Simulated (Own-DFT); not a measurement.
# Computed records: GaN (wurtzite, atoms displaced)

A calculation, not a measurement: plane-wave PBE density functional theory by an unreviewed code, no spin, of a simulated periodic cell, stress positive in tension, free energy of the whole cell less one offset for each atom, forces on such cells passed a denser k mesh, this cell's mesh not checked; offsets are fitted by least squares, one for each functional and potential file, so energies compare only between cells with the same atoms and settings and are not formation energies; the far tail of each file's local potential was reset to the Coulomb form; each entry is a single point on an unrelaxed cell, so the pressure reflects the starting lattice, mostly measured values (interpolated for alloys), from which strain is counted, and rises with the displacements; printed positions are rounded, which can move forces by about a meV/angstrom; the program, named Own-DFT, is a retired in-house code; no spin-orbit coupling. Program: Own-DFT development build.

```cif
# cell vector a (Å): 12.7560 0.0000 0.0000
# cell vector b (Å): -4.7835 8.2853 0.0000
# cell vector c (Å): 0.0000 0.0000 10.3700
data_GaN
_symmetry_space_group_name_H-M 'P 1'
_symmetry_Int_Tables_number 1
_cell_length_a 12.7560
_cell_length_b 9.5670
_cell_length_c 10.3700
_cell_angle_alpha 90.000
_cell_angle_beta 90.000
_cell_angle_gamma 120.000
_cell_volume 1095.98
loop_
_atom_site_label
_atom_site_type_symbol
_atom_site_fract_x
_atom_site_fract_y
_atom_site_fract_z
_atom_site_occupancy
Ga1 Ga 0.08527 0.22891 0.00363 1
Ga2 Ga 0.16824 0.11160 0.24920 1
N1 N 0.08142 0.22179 0.18907 1
N2 N 0.16822 0.11458 0.43771 1
Ga3 Ga 0.08144 0.21962 0.49700 1
Ga4 Ga 0.16784 0.11064 0.74929 1
N3 N 0.08015 0.21891 0.68893 1
N4 N 0.16723 0.11045 0.93689 1
Ga5 Ga 0.08166 0.55499 0.00198 1
Ga6 Ga 0.16700 0.44549 0.24804 1
N5 N 0.08493 0.55747 0.18874 1
N6 N 0.16610 0.44515 0.44000 1
Ga7 Ga 0.08311 0.55818 0.50161 1
Ga8 Ga 0.16557 0.44347 0.74983 1
N7 N 0.08158 0.55530 0.68717 1
N8 N 0.16936 0.44531 0.93786 1
Ga9 Ga 0.08526 0.88895 0.00072 1
Ga10 Ga 0.16546 0.77525 0.25297 1
N9 N 0.08571 0.88977 0.19016 1
N10 N 0.16846 0.78114 0.43594 1
Ga11 Ga 0.08397 0.88993 0.50133 1
Ga12 Ga 0.16437 0.77543 0.75070 1
N11 N 0.08527 0.88914 0.69007 1
N12 N 0.16665 0.77727 0.93817 1
Ga13 Ga 0.33478 0.22340 0.00023 1
Ga14 Ga 0.41719 0.11105 0.24762 1
N13 N 0.33243 0.22098 0.18648 1
N14 N 0.41512 0.11147 0.43860 1
Ga15 Ga 0.33453 0.22262 0.49907 1
Ga16 Ga 0.41859 0.11318 0.75076 1
N15 N 0.33135 0.22219 0.68844 1
N16 N 0.41392 0.11003 0.93554 1
Ga17 Ga 0.33485 0.55597 0.99957 1
Ga18 Ga 0.41658 0.44485 0.25523 1
N17 N 0.32953 0.55485 0.19130 1
N18 N 0.41654 0.44487 0.43718 1
Ga19 Ga 0.33347 0.55507 0.50186 1
Ga20 Ga 0.41735 0.44609 0.74805 1
N19 N 0.33303 0.55911 0.69049 1
N20 N 0.41776 0.44299 0.93776 1
Ga21 Ga 0.33627 0.89303 0.00076 1
Ga22 Ga 0.41670 0.78360 0.24861 1
N21 N 0.33240 0.88773 0.18886 1
N22 N 0.41645 0.77732 0.43765 1
Ga23 Ga 0.33371 0.88676 0.50170 1
Ga24 Ga 0.41548 0.77594 0.74949 1
N23 N 0.33427 0.88822 0.68784 1
N24 N 0.41784 0.78313 0.93830 1
Ga25 Ga 0.58202 0.22305 0.00250 1
Ga26 Ga 0.66492 0.11199 0.25070 1
N25 N 0.58457 0.22364 0.18955 1
N26 N 0.66688 0.11382 0.43875 1
Ga27 Ga 0.58743 0.23042 0.49957 1
Ga28 Ga 0.66937 0.11250 0.74639 1
N27 N 0.58556 0.22416 0.68569 1
N28 N 0.66330 0.10694 0.93916 1
Ga29 Ga 0.58268 0.55600 0.00211 1
Ga30 Ga 0.66773 0.44668 0.24806 1
N29 N 0.58462 0.55693 0.19024 1
N30 N 0.66762 0.44268 0.43669 1
Ga31 Ga 0.58527 0.55486 0.50140 1
Ga32 Ga 0.66986 0.44689 0.74863 1
N31 N 0.58338 0.55247 0.68669 1
N32 N 0.66547 0.44669 0.93710 1
Ga33 Ga 0.58442 0.89003 0.99846 1
Ga34 Ga 0.66783 0.77979 0.24900 1
N33 N 0.58232 0.88960 0.18674 1
N34 N 0.66386 0.77781 0.43781 1
Ga35 Ga 0.58513 0.89215 0.49825 1
Ga36 Ga 0.67049 0.77683 0.75002 1
N35 N 0.57968 0.88600 0.68468 1
N36 N 0.66519 0.77889 0.94094 1
Ga37 Ga 0.83171 0.22031 0.99942 1
Ga38 Ga 0.91717 0.11277 0.24823 1
N37 N 0.83529 0.22521 0.19103 1
N38 N 0.91930 0.11460 0.43977 1
Ga39 Ga 0.83230 0.22074 0.50134 1
Ga40 Ga 0.91723 0.11005 0.74990 1
N39 N 0.83096 0.21759 0.68692 1
N40 N 0.91870 0.11051 0.94113 1
Ga41 Ga 0.83273 0.55726 0.00419 1
Ga42 Ga 0.91448 0.44129 0.25059 1
N41 N 0.83054 0.55177 0.18853 1
N42 N 0.91771 0.44470 0.44017 1
Ga43 Ga 0.83370 0.55751 0.49895 1
Ga44 Ga 0.91888 0.44637 0.74749 1
N43 N 0.83067 0.55647 0.69259 1
N44 N 0.91660 0.44171 0.93905 1
Ga45 Ga 0.83370 0.88994 0.00134 1
Ga46 Ga 0.91506 0.77796 0.25001 1
N45 N 0.83494 0.89137 0.18858 1
N46 N 0.91749 0.77898 0.43596 1
Ga47 Ga 0.83223 0.88901 0.49764 1
Ga48 Ga 0.91726 0.78025 0.75222 1
N47 N 0.83420 0.88848 0.69003 1
N48 N 0.91634 0.77851 0.93999 1
_calc_functional 'PBE'
_calc_potential_files 'PseudoDojo norm-conserving, scalar-relativistic, standard set with the stringent files for Ga'
_calc_wave_cutoff 96  # hartree
_calc_occupations 'Gaussian'
_calc_smearing_width 0.01  # eV
_calc_k_mesh '3 x 4 x 3 centred on Gamma'
_calc_free_energy_of_cell_above_offsets '-10.469'  # eV
_calc_pressure 5.39  # GPa
_calc_stress_xx -5.26  # GPa
_calc_stress_yy -5.07  # GPa
_calc_stress_zz -5.83  # GPa
_calc_stress_yz 0.24  # GPa
_calc_stress_xz 0.23  # GPa
_calc_stress_xy -0.2  # GPa
```

Force:
```tsv
element	x (eV/Å)	y (eV/Å)	z (eV/Å)
Ga	0.473	-0.869	-0.652
Ga	-0.33	-0.049	0.089
N	0.52	0.169	0.169
N	-0.016	-0.447	0.049
Ga	0.444	0.725	0.592
Ga	-0.452	0.176	0.277
N	0.5	0.391	-0.294
N	-0.248	0.29	0.462
Ga	0.435	0.153	-0.301
Ga	-0.303	-0.218	0.774
N	-0.561	-0.423	0.106
N	0.018	0.005	-0.137
Ga	0.413	-0.081	-0.582
Ga	0.055	-0.217	-0.073
N	0.391	0.058	0.252
N	-0.537	0.29	0.063
Ga	-0.237	0.209	0.032
Ga	0.067	0.37	-0.584
N	-0.509	-0.315	-0.171
N	-0.204	-0.339	0.907
Ga	0.118	0.247	-0.259
Ga	0.649	0.381	0.092
N	-0.525	-0.213	-0.343
N	0.182	-0.096	0.152
Ga	-0.493	-0.2	-0.312
Ga	-0.301	-0.052	0.612
N	0.309	0.476	0.318
N	0.723	0.037	-0.197
Ga	-0.216	-0.034	0.211
Ga	-0.093	-0.188	-0.677
N	0.586	0.27	-0.191
N	0.572	0.44	0.6
Ga	0.008	0.347	0.239
Ga	-0.235	0.076	-1.105
N	1.085	0.389	-0.553
N	0.319	0.075	0.904
Ga	-0.252	0.163	-0.322
Ga	-0.114	-0.209	0.248
N	0.2	-0.825	-0.272
N	-0.231	0.41	-0.039
Ga	-0.469	-0.602	-0.146
Ga	0.412	-0.901	0.327
N	-0.303	0.455	-0.236
N	0.145	0.094	-0.034
Ga	0.003	0.455	-0.262
Ga	0.037	0.664	0.268
N	-0.521	0.096	0.315
N	0.248	-0.721	0.04
Ga	0.154	-0.007	-0.705
Ga	0.596	-0.126	-0.057
N	-0.331	0.039	-0.172
N	0.084	-0.027	-0.17
Ga	-0.5	-1.408	-0.001
Ga	-0.837	-0.734	0.534
N	-0.13	0.032	0.454
N	0.15	0.965	-0.399
Ga	0.001	0.042	-0.201
Ga	-0.325	-0.328	0.324
N	-0.336	-0.074	-0.054
N	-0.168	1.017	-0.147
Ga	-0.422	0.087	-0.508
Ga	-0.711	-0.7	0.529
N	-0.075	0.421	0.265
N	0.361	-0.252	0.389
Ga	-0.444	-0.23	0.175
Ga	-0.337	0.021	0.052
N	0.287	0.13	0.255
N	0.739	-0.05	-0.055
Ga	-0.608	-0.307	0.122
Ga	-1.152	-0.011	0.047
N	0.932	0.235	0.59
N	0.618	-0.206	-0.444
Ga	0.055	-0.081	0.107
Ga	-0.076	-0.022	0.489
N	-0.448	-0.702	-0.483
N	-0.707	-0.756	-0.488
Ga	0.183	0.242	-0.409
Ga	-0.182	0.071	0.422
N	0.562	0.757	0.327
N	-0.444	0.241	-0.321
Ga	0.182	-0.343	-0.992
Ga	0.422	0.692	0.216
N	0.43	0.648	0.318
N	-0.399	0.026	-0.067
Ga	0.244	-0.087	0.362
Ga	-0.677	-0.526	0.503
N	1.151	0.41	-0.933
N	-0.42	0.287	-0.199
Ga	-0.009	-0.051	-0.185
Ga	0.635	0.061	-0.339
N	-0.221	-0.219	0.137
N	-0.17	-0.03	0.508
Ga	0.061	0.124	0.235
Ga	0.353	-0.18	0.016
N	-0.005	0.064	-0.559
N	0.173	-0.073	0.153
```
